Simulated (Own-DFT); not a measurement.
# Computed records: GaP (zincblende, atoms displaced)

All values are calculated (Own-DFT development build). A calculation, not a measurement: plane-wave PBE density functional theory by an unreviewed code, no spin, of a simulated periodic cell, stress positive in tension, free energy of the whole cell less one offset for each atom, forces on such cells passed a denser k mesh, this cell's mesh not checked; offsets are fitted by least squares, one for each functional and potential file, so energies compare only between cells with the same atoms and settings and are not formation energies; the far tail of each file's local potential was reset to the Coulomb form; each entry is a single point on an unrelaxed cell, so the pressure reflects the starting lattice, mostly measured values (interpolated for alloys), from which strain is counted, and rises with the displacements; printed positions are rounded, which can move forces by about a meV/angstrom; the program, named Own-DFT, is a retired in-house code; no spin-orbit coupling; before rounding, a Quantum ESPRESSO 7.3.1 run of the same cell and cutoff gave forces within 1 meV/angstrom rms on each cell, which checks the program and not the settings.

```yaml
- formula: GaP
  kind: "zincblende, atoms displaced"
  structure:
    cell_angstrom: [[16.3515, 0.0, 0.0], [0.0, 10.901, 0.0], [0.0, 0.0, 10.901]]
    atoms_fractional:
      - [Ga, 0.99776, 0.99764, 0.99858]
      - [Ga, 0.99903, 0.2514, 0.24898]
      - [Ga, 0.1666, 0.99817, 0.24805]
      - [Ga, 0.1662, 0.24908, 0.00283]
      - [P, 0.08463, 0.12789, 0.12681]
      - [P, 0.08449, 0.37459, 0.3789]
      - [P, 0.25, 0.1236, 0.37613]
      - [P, 0.24978, 0.37454, 0.12356]
      - [Ga, 0.00015, 0.00025, 0.50264]
      - [Ga, 0.99967, 0.24887, 0.74958]
      - [Ga, 0.16846, 0.99983, 0.75107]
      - [Ga, 0.1676, 0.24995, 0.49845]
      - [P, 0.08469, 0.12653, 0.62457]
      - [P, 0.08385, 0.37404, 0.87595]
      - [P, 0.25088, 0.12848, 0.87364]
      - [P, 0.24674, 0.37642, 0.62752]
      - [Ga, 0.99919, 0.49932, 0.9978]
      - [Ga, 0.0015, 0.7473, 0.2489]
      - [Ga, 0.16641, 0.49961, 0.2542]
      - [Ga, 0.16476, 0.75011, 0.00201]
      - [P, 0.08463, 0.62561, 0.12345]
      - [P, 0.08106, 0.87511, 0.37442]
      - [P, 0.2511, 0.62653, 0.37457]
      - [P, 0.25222, 0.87483, 0.12614]
      - [Ga, 0.99996, 0.49902, 0.49841]
      - [Ga, 0.99996, 0.74876, 0.753]
      - [Ga, 0.16532, 0.50176, 0.74591]
      - [Ga, 0.16773, 0.75197, 0.50028]
      - [P, 0.08303, 0.62446, 0.62464]
      - [P, 0.08038, 0.87532, 0.87596]
      - [P, 0.25026, 0.62254, 0.87736]
      - [P, 0.25053, 0.87564, 0.62564]
      - [Ga, 0.33379, 0.00216, 0.99935]
      - [Ga, 0.333, 0.24668, 0.24908]
      - [Ga, 0.50129, 0.00062, 0.24755]
      - [Ga, 0.50283, 0.2483, 0.00161]
      - [P, 0.41718, 0.12506, 0.12358]
      - [P, 0.41751, 0.37545, 0.37435]
      - [P, 0.58458, 0.12983, 0.37483]
      - [P, 0.58176, 0.37802, 0.12727]
      - [Ga, 0.3349, 0.00043, 0.50034]
      - [Ga, 0.33313, 0.25286, 0.75205]
      - [Ga, 0.49967, 0.99728, 0.75067]
      - [Ga, 0.50096, 0.24973, 0.49681]
      - [P, 0.41618, 0.12625, 0.62703]
      - [P, 0.41591, 0.37233, 0.87307]
      - [P, 0.58248, 0.12578, 0.87505]
      - [P, 0.58466, 0.37774, 0.62553]
      - [Ga, 0.33219, 0.50277, 0.9997]
      - [Ga, 0.3326, 0.75255, 0.25038]
      - [Ga, 0.49904, 0.5011, 0.25021]
      - [Ga, 0.50233, 0.74985, 0.99816]
      - [P, 0.41628, 0.62147, 0.12612]
      - [P, 0.41786, 0.87441, 0.38052]
      - [P, 0.58368, 0.62646, 0.37216]
      - [P, 0.58359, 0.87727, 0.12393]
      - [Ga, 0.33451, 0.50009, 0.50051]
      - [Ga, 0.33309, 0.7495, 0.75043]
      - [Ga, 0.49929, 0.49808, 0.75064]
      - [Ga, 0.50039, 0.75382, 0.5005]
      - [P, 0.41723, 0.62725, 0.62283]
      - [P, 0.4155, 0.87486, 0.87342]
      - [P, 0.58382, 0.62375, 0.87746]
      - [P, 0.58237, 0.87488, 0.62896]
      - [Ga, 0.66803, 0.00169, 0.99862]
      - [Ga, 0.66578, 0.24987, 0.25091]
      - [Ga, 0.8317, 0.99679, 0.24859]
      - [Ga, 0.83106, 0.25194, 0.00078]
      - [P, 0.75026, 0.12386, 0.12479]
      - [P, 0.74997, 0.37565, 0.37449]
      - [P, 0.91729, 0.12417, 0.37268]
      - [P, 0.9188, 0.37578, 0.12417]
      - [Ga, 0.66656, 0.00068, 0.4989]
      - [Ga, 0.66496, 0.24958, 0.74881]
      - [Ga, 0.83051, 0.00061, 0.74866]
      - [Ga, 0.83373, 0.24945, 0.50041]
      - [P, 0.74941, 0.12269, 0.62487]
      - [P, 0.74758, 0.37737, 0.87544]
      - [P, 0.91518, 0.12605, 0.8746]
      - [P, 0.91751, 0.37278, 0.62401]
      - [Ga, 0.6672, 0.49859, 5.0e-05]
      - [Ga, 0.6653, 0.7537, 0.24962]
      - [Ga, 0.83154, 0.49928, 0.24883]
      - [Ga, 0.83417, 0.74946, 0.00122]
      - [P, 0.75, 0.62522, 0.12845]
      - [P, 0.74999, 0.87514, 0.37534]
      - [P, 0.9159, 0.62291, 0.37778]
      - [P, 0.91686, 0.87637, 0.12497]
      - [Ga, 0.66711, 0.50095, 0.49861]
      - [Ga, 0.6669, 0.75061, 0.74922]
      - [Ga, 0.83207, 0.5002, 0.74945]
      - [Ga, 0.83647, 0.74825, 0.49966]
      - [P, 0.74947, 0.62496, 0.62342]
      - [P, 0.75025, 0.87389, 0.87412]
      - [P, 0.9156, 0.62559, 0.87783]
      - [P, 0.91664, 0.87319, 0.62736]
  settings:
    functional: PBE
    potential_files: "PseudoDojo norm-conserving, scalar-relativistic, standard set"
    "wave_cutoff [hartree]": 42.0
    occupations: Fermi-Dirac
    "smearing_width [eV]": 0.1
    k_mesh: "2 x 3 x 3 centred on Gamma"
  results:
    "free_energy_of_cell_above_offsets [eV]": "-53.637"
    "pressure [GPa]": 2.71
    "stress_xx [GPa]": -2.7
    "stress_yy [GPa]": -2.72
    "stress_zz [GPa]": -2.71
    "stress_yz [GPa]": 0.04
    "stress_xz [GPa]": 0.09
    "stress_xy [GPa]": 0.21
    force_element: [Ga, Ga, Ga, Ga, P, P, P, P, Ga, Ga, Ga, Ga, P, P, P, P, Ga, Ga, Ga, Ga, P, P, P, P, Ga, Ga, Ga, Ga, P, P, P, P, Ga, Ga, Ga, Ga, P, P, P, P, Ga, Ga, Ga, Ga, P, P, P, P, Ga, Ga, Ga, Ga, P, P, P, P, Ga, Ga, Ga, Ga, P, P, P, P, Ga, Ga, Ga, Ga, P, P, P, P, Ga, Ga, Ga, Ga, P, P, P, P, Ga, Ga, Ga, Ga, P, P, P, P, Ga, Ga, Ga, Ga, P, P, P, P]
    "force_x [eV/angstrom]": [0.213, 0.326, -0.033, 0.139, -0.474, -0.319, 0.044, 0.056, -0.09, 0.16, -0.303, 0.08, -0.041, -0.07, -0.231, 0.721, 0.332, -0.362, 0.15, 0.454, -0.293, 0.385, -0.106, -0.384, 0.025, -0.077, -0.035, -0.219, -0.176, 0.686, -0.451, 0.033, -0.083, 0.006, -0.222, -0.415, 0.079, -0.268, -0.203, 0.355, -0.144, -0.154, -0.204, -0.199, 0.223, 0.295, 0.202, -0.27, 0.319, 0.52, 0.033, -0.544, 0.042, -0.098, -0.168, 0.077, -0.25, -0.099, -0.029, 0.328, 0.069, 0.183, 0.075, 0.347, -0.124, 0.293, 0.255, 0.278, -0.148, 0.003, -0.24, -0.579, -0.197, 0.2, 0.462, -0.048, -0.111, 0.309, -0.119, -0.203, -0.158, 0.197, 0.439, -0.254, -0.189, 0.043, 0.248, -0.035, -0.104, -0.043, 0.204, -0.467, 0.15, -0.032, 0.014, 0.009]
    "force_y [eV/angstrom]": [0.684, -0.028, 0.082, 0.154, -0.583, -0.048, -0.104, 0.118, 0.036, 0.045, 0.072, -0.07, -0.243, 0.087, -0.335, -0.156, 0.099, 0.051, 0.018, 0.221, -0.518, -0.027, -0.097, 0.195, -0.001, -0.14, -0.056, -0.072, 0.352, 0.038, 0.515, -0.028, -0.098, 0.347, 0.057, 0.386, -0.05, -0.207, -0.803, -0.318, 0.125, -0.093, 0.429, 0.258, 0.06, 0.376, -0.286, -0.238, -0.605, -0.299, 0.031, -0.022, 0.773, 0.365, 0.076, -0.057, -0.09, -0.193, 0.291, -0.531, -0.211, -0.107, -0.007, 0.147, -0.103, 0.295, 0.304, 0.022, 0.252, -0.246, -0.087, 0.056, -0.129, 0.024, -0.163, -0.128, 0.456, -0.422, -0.085, 0.309, 0.314, -0.178, -0.053, 0.118, 0.189, -0.205, -0.033, -0.418, 0.057, -0.282, -0.049, 0.243, 0.171, -0.012, -0.228, 0.241]
    "force_z [eV/angstrom]": [0.244, 0.282, 0.264, -0.331, -0.234, -0.51, -0.179, 0.37, -0.088, 0.155, 0.029, 0.267, 0.122, -0.242, 0.355, -0.459, 0.075, 0.108, -0.364, -0.301, 0.291, 0.097, 0.188, -0.404, 0.313, -0.233, 0.715, -0.106, -0.132, -0.084, -0.465, -0.006, -0.127, 0.062, 0.477, -0.091, 0.132, -0.01, -0.059, -0.176, 0.213, -0.505, 0.072, 0.598, -0.18, 0.665, -0.12, -0.298, 0.067, 0.143, 0.175, 0.26, -0.197, -0.913, 0.364, -0.177, 0.066, -0.029, -0.049, 0.085, 0.328, 0.362, -0.443, -0.524, -0.109, -0.339, 0.168, -0.092, 0.138, 0.092, 0.182, 0.054, 0.127, 0.054, 0.193, -0.2, -0.118, -0.227, 0.0, 0.204, 0.409, 0.0, 0.149, 0.156, -0.425, 0.163, -0.704, 0.176, -0.089, 0.183, -0.025, 0.177, 0.028, 0.195, -0.395, -0.035]
```
